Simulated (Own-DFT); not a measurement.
# Response to strain: 2H SiC, 32 atoms (C16Si16)

All numbers below are calculated, not measured. They come from Own-DFT, an in-house plane-wave density functional program, since retired, whose code no person has reviewed. Each row is one single-point run on a periodic cell that was not relaxed, without spin or spin-orbit coupling.

Settings of every run: PBE; PseudoDojo norm-conserving scalar-relativistic files; cutoff 42 hartree; 5 x 5 x 3 k mesh centred on Gamma; Fermi-Dirac smearing of 0.1 eV.

Known limits: forces on such cells passed a denser k mesh, each cell not checked; stress not checked against mesh or cutoff.

Unstrained cell vectors in Å: (6.165, 0.000, 0.000); (-3.083, 5.339, 0.000); (0.000, 0.000, 10.068). The unstrained cell has measured lattice constants (interpolated for alloys), not those of this functional. That, the random moves and any unrelaxed bonds set the pressure at no strain. Each run strains this cell uniformly, with the atoms carried along. Every atom was also moved at random, by a Gaussian of width 0.05 Å on each axis. Strain is the symmetric tensor, in per cent. Stress is positive in tension, and the pressure is minus a third of its trace.

| run | e_xx (%) | e_yy (%) | e_zz (%) | e_yz (%) | e_xz (%) | e_xy (%) | s_xx (GPa) | s_yy (GPa) | s_zz (GPa) | s_yz (GPa) | s_xz (GPa) | s_xy (GPa) | P (GPa) | E (meV/atom) |
|---|---|---|---|---|---|---|---|---|---|---|---|---|---|---|
| 1 | -1.32 | -1.19 | 0.10 | -1.07 | 1.59 | 1.35 | -13.82 | -13.06 | -9.39 | -3.06 | 7.13 | 5.47 | 12.09 | 52.9 |
| 2 | 0.00 | 1.90 | -1.17 | 0.25 | 0.83 | -1.35 | -1.30 | 3.09 | -15.79 | 1.64 | 3.39 | -6.99 | 4.67 | 47.4 |
| 3 | 1.54 | -0.53 | -0.15 | -0.38 | 1.91 | -0.80 | 2.22 | -4.28 | -9.18 | -1.16 | 4.85 | -4.86 | 3.75 | 39.1 |
| 4 | 0.39 | 1.09 | 1.87 | -0.50 | 0.81 | -1.53 | -1.03 | 2.21 | 4.15 | -2.53 | 3.41 | -4.95 | -1.78 | 0.0 |
| 5 | -1.67 | -0.02 | -0.64 | 0.47 | -0.68 | 0.36 | -14.70 | -7.11 | -11.75 | 2.00 | -2.37 | 0.31 | 11.19 | 27.0 |
| 6 | -1.17 | -1.22 | 1.47 | -0.73 | 1.73 | -1.25 | -13.92 | -10.23 | 1.27 | -1.90 | 6.74 | -6.83 | 7.63 | 21.5 |
| 7 | -1.18 | 0.66 | -0.39 | 1.30 | -1.42 | -1.67 | -10.74 | -2.10 | -11.96 | 2.23 | -5.67 | -8.73 | 8.27 | 49.0 |
| 8 | 0.37 | 1.83 | 0.08 | -1.55 | 2.00 | -0.37 | -3.63 | 6.00 | -6.34 | -4.97 | 7.81 | -0.20 | 1.32 | 43.6 |
| 9 | -1.55 | 0.54 | 0.79 | -1.48 | 0.46 | 1.23 | -10.61 | -1.83 | -5.66 | -5.85 | 1.79 | 6.69 | 6.03 | 30.0 |
| 10 | 1.27 | -0.64 | -0.88 | -1.11 | -1.38 | -1.80 | 2.03 | -6.77 | -14.79 | -3.67 | -5.13 | -10.04 | 6.51 | 30.1 |
| 11 | -0.65 | 1.03 | 1.53 | -0.17 | -1.77 | -0.91 | -7.49 | 2.93 | 1.54 | -1.56 | -3.43 | -4.13 | 1.00 | 7.7 |
| 12 | 0.18 | -1.16 | -1.96 | -1.98 | -0.91 | 0.99 | -5.15 | -12.53 | -19.85 | -4.84 | -3.62 | 4.44 | 12.51 | 40.5 |
| 13 | 1.58 | -0.52 | 1.33 | 1.57 | 0.39 | 1.38 | 6.45 | -6.92 | -1.51 | 4.62 | 0.99 | 6.53 | 0.66 | 16.4 |
| 14 | 1.72 | 1.17 | 1.21 | -1.66 | 1.04 | -1.56 | 4.57 | 3.90 | -0.75 | -4.59 | 2.49 | -4.33 | -2.58 | 54.1 |
| 15 | 0.24 | 0.82 | -1.07 | 0.14 | 0.47 | -0.76 | -3.14 | 2.44 | -16.56 | -0.31 | 0.79 | -3.75 | 5.75 | 14.7 |
| 16 | 0.03 | -0.78 | -0.22 | 1.48 | 1.27 | -0.11 | -5.33 | -7.93 | -8.56 | 5.44 | 5.10 | -0.21 | 7.27 | 9.5 |
| 17 | -0.64 | 1.02 | 0.88 | -1.26 | 1.87 | 0.98 | -10.05 | 1.66 | -1.64 | -3.87 | 4.96 | 5.65 | 3.34 | 45.9 |
| 18 | 0.30 | 1.97 | -0.84 | -0.91 | 1.92 | -0.04 | ? | ? | ? | ? | ? | ? | ? | ? |

E is the free energy for each atom above the lowest run shown.

## Worked fit

Each stress component was fitted by least squares to a constant and the strains of the runs shown, as fractions, with shears doubled. Shear strains stay in the fit of a normal stress only where such slopes are resolved. The slopes, in GPa:

| stress | at no strain | per e_xx | per e_yy | per e_zz | scatter |
|---|---|---|---|---|---|
| s_xx | -4.9 | 565 ± 37 | 82 ± 40 | 2 ± 38 | 1.67 |
| s_yy | -4.3 | 87 ± 32 | 539 ± 34 | 62 ± 32 | 1.42 |
| s_zz | -8.5 | 9 ± 28 | 17 ± 30 | 629 ± 28 | 1.25 |

Each shear stress against twice its own strain: yz 150 ± 9, xz 165 ± 13, xy 247 ± 11 GPa. These are stiffnesses along x, y and z of the frame in which the cell vectors are given, which need not be the crystal's axes. The atoms are held to the strained lattice; where symmetry lets them move under strain, relaxing them would lower some slopes. The table should be nearly symmetric about its diagonal, and what it lacks of that shows the noise. A ninth of its sum, 221 ± 6 GPa, estimates the bulk modulus near the mean pressure of these runs, 5.2 GPa, so it lies above the value at zero pressure.

## Withheld run

Question: what normal stresses and pressure should run 18 give?

The fit gives s_xx = -1.7, s_yy = 6.1, s_zz = -13.4 and P = 3.0 GPa. The calculation gave -0.11, 5.81, -12.56 and P = 2.29 GPa.
